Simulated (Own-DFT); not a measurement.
# How strain changes the stress of wurtzite AlN, 128 atoms (Al64N64)

These are calculations, not measurements. They come from Own-DFT, an in-house plane-wave density functional program, since retired, whose code no person has reviewed. Each row is one single-point run on a periodic cell that was not relaxed, without spin or spin-orbit coupling.

Settings of every run: PBE; PseudoDojo norm-conserving scalar-relativistic files; cutoff 42 hartree; 3 x 3 x 3 k mesh centred on Gamma; Gaussian smearing of 0.01 eV.

Known limits: k mesh not checked against a denser one; stress not checked against mesh or cutoff.

Unstrained cell vectors in Å: (12.448, 0.000, 0.000); (-6.224, 10.780, 0.000); (0.000, 0.000, 9.964). The unstrained cell has measured lattice constants (interpolated for alloys), not those of this functional. That, the random moves and any unrelaxed bonds set the pressure at no strain. Each run strains this cell uniformly, with the atoms carried along. Every atom was also moved at random, by a Gaussian of width 0.05 Å on each axis. Strain is the symmetric tensor, in per cent. Stress is positive in tension, and the pressure is minus a third of its trace.

| run | e_xx (%) | e_yy (%) | e_zz (%) | s_xx (GPa) | s_yy (GPa) | s_zz (GPa) | P (GPa) | E (meV/atom) |
|---|---|---|---|---|---|---|---|---|
| 1 | 0.00 | 0.00 | 0.25 | -5.89 | -5.97 | -4.54 | 5.47 | 13.6 |
| 2 | 0.00 | 0.00 | 1.00 | -4.39 | -5.51 | -1.49 | 3.80 | 7.7 |
| 3 | 0.00 | 0.00 | -0.50 | -6.12 | -3.78 | -9.35 | 6.42 | 3.3 |
| 4 | 0.00 | 0.00 | 2.00 | -5.11 | -3.90 | 3.61 | 1.80 | 6.5 |
| 5 | 0.00 | 0.00 | -1.75 | -6.77 | -8.03 | -13.57 | 9.45 | 20.1 |
| 6 | 0.00 | 0.00 | 0.50 | -4.65 | -5.50 | -3.56 | 4.57 | 0.0 |
| 7 | 0.00 | 0.00 | -1.50 | -5.19 | -8.43 | -13.20 | 8.94 | 14.0 |
| 8 | 0.00 | 0.00 | 3.00 | -4.63 | -3.86 | 7.50 | 0.33 | 15.0 |
| 9 | 0.00 | 0.00 | 2.75 | ? | ? | ? | ? | ? |

E is the free energy for each atom above the lowest run shown.

## Worked fit

The change of volume is close to e_xx + e_yy + e_zz. A straight line through the runs shown gives P = 5.83 - 194 x (fractional change of volume) GPa, with an error of 6 on the slope and a scatter of 0.28 GPa. The strain isn't the same on all axes and the cell isn't cubic, so the slope belongs to this path and is not the bulk modulus.

## Withheld run

Question: what pressure should run 9 give? Its volume changes by 2.75 %.

The line gives 0.5 GPa. The calculation gave 0.49 GPa.
